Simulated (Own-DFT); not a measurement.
## Calculated data, Si$_{3}$N$_{4}$ (beta silicon nitride, strained, atoms displaced)

All values are calculated (Own-DFT development build). A calculation, not a measurement: plane-wave PBE density functional theory by an unreviewed code, no spin, of a simulated periodic cell, stress positive in tension, free energy of the whole cell less one offset for each atom, forces on such cells passed a denser k mesh, this cell's mesh not checked; offsets are fitted by least squares, one for each functional and potential file, so energies compare only between cells with the same atoms and settings and are not formation energies; the far tail of each file's local potential was reset to the Coulomb form; each entry is a single point on an unrelaxed cell, so the pressure reflects the starting lattice, mostly measured values (interpolated for alloys), from which strain is counted, and rises with the displacements; printed positions are rounded, which can move forces by about a meV/angstrom; the program, named Own-DFT, is a retired in-house code; no spin-orbit coupling.

Si$_{3}$N$_{4}$ (beta silicon nitride, strained, atoms displaced)

```
Si3N4
1.0
      7.5877    -0.0078    -0.0531
     -3.8007     6.5412    -0.0572
     -0.0609    -0.1109     8.6511
Si N Si N Si N
6 8 6 8 6 8
Direct
  0.18419 0.78426 0.08158
  0.22544 0.39403 0.08464
  0.59641 0.82291 0.09258
  0.81985 0.23039 0.25656
  0.76332 0.60522 0.25325
  0.39209 0.15916 0.25710
  0.32640 0.03882 0.08170
  0.97176 0.30598 0.08567
  0.71058 0.67418 0.07644
  0.67295 0.98404 0.23863
  0.03859 0.70062 0.26048
  0.29575 0.32691 0.25208
  0.33790 0.66657 0.07510
  0.67268 0.34548 0.25339
  0.17520 0.77597 0.41295
  0.22238 0.40660 0.40970
  0.58871 0.83130 0.41781
  0.83435 0.23735 0.58359
  0.77013 0.59226 0.58937
  0.39677 0.18069 0.57667
  0.32680 0.02598 0.40811
  0.99322 0.30824 0.42379
  0.69810 0.67348 0.41504
  0.66893 0.96809 0.57393
  0.03767 0.71059 0.59091
  0.31185 0.34146 0.58659
  0.33789 0.65185 0.42090
  0.66694 0.33489 0.58693
  0.15753 0.75852 0.75019
  0.24236 0.41424 0.74132
  0.60033 0.82696 0.75329
  0.83268 0.24128 0.90842
  0.75344 0.58585 0.91700
  0.40888 0.17765 0.90949
  0.33488 0.03291 0.74832
  0.95412 0.29539 0.75004
  0.70370 0.66766 0.74877
  0.66134 0.97515 0.91784
  0.02124 0.67846 0.91036
  0.29928 0.33237 0.92003
  0.32797 0.66411 0.74833
  0.67125 0.33804 0.92193
```

- functional: PBE
- potential files: PseudoDojo norm-conserving, scalar-relativistic, standard set
- wave cutoff: 42 hartree
- occupations: Fermi-Dirac
- smearing width: 0.1 eV
- k mesh: 3 x 3 x 3 centred on Gamma
- free energy of cell above offsets: -1.063 eV
- pressure: 14.71 GPa
- stress xx: -9 GPa
- stress yy: -16.2 GPa
- stress zz: -18.93 GPa
- stress yz: -7.83 GPa
- stress xz: -0.27 GPa
- stress xy: -0.39 GPa

Force:
```
element  x (eV/Å)  y (eV/Å)  z (eV/Å)
     Si     0.015    -3.989    -0.297
     Si    -0.741     2.079    -0.017
     Si    -0.767    -0.229    -4.883
     Si     1.062     4.383    -1.766
     Si     3.028    -1.365    -1.047
     Si     1.044     5.682    -4.125
      N     0.126    -0.141    -0.681
      N    -0.798    -0.816     0.253
      N    -1.834      1.52     3.057
      N    -0.281    -2.678     4.461
      N    -2.947    -0.835    -5.227
      N     0.982    -0.901    -0.035
      N    -0.645     -0.01     1.203
      N    -0.933    -2.129     0.526
     Si     2.666    -2.832     4.561
     Si     7.682     0.839     0.793
     Si     1.147    -2.143    -2.835
     Si    -2.056    -1.274    -1.662
     Si      0.17     0.622    -2.787
     Si     3.259    -1.466     2.117
      N      0.28     0.356     4.073
      N    -9.175    -4.565     0.079
      N    -0.228     0.854     1.616
      N      0.26     2.425     3.703
      N    -2.644    -1.296    -5.578
      N    -0.939     -0.31    -2.757
      N    -2.977     5.376    -0.547
      N     0.218    -0.958    -0.775
     Si     4.331      2.51     3.086
     Si    -2.122    -0.951     3.806
     Si    -1.895     0.054    -1.046
     Si      -1.7    -1.539     4.609
     Si     2.948     0.582    -1.224
     Si     0.138     0.649     1.708
      N    -0.688    -1.162    -1.738
      N     5.167     2.168    -1.263
      N    -1.829     1.117     0.801
      N     0.966    -0.297     0.433
      N    -0.568     1.153     2.249
      N     0.752    -0.438    -2.279
      N     0.587     1.654    -0.196
      N    -1.059    -1.702    -0.368
```
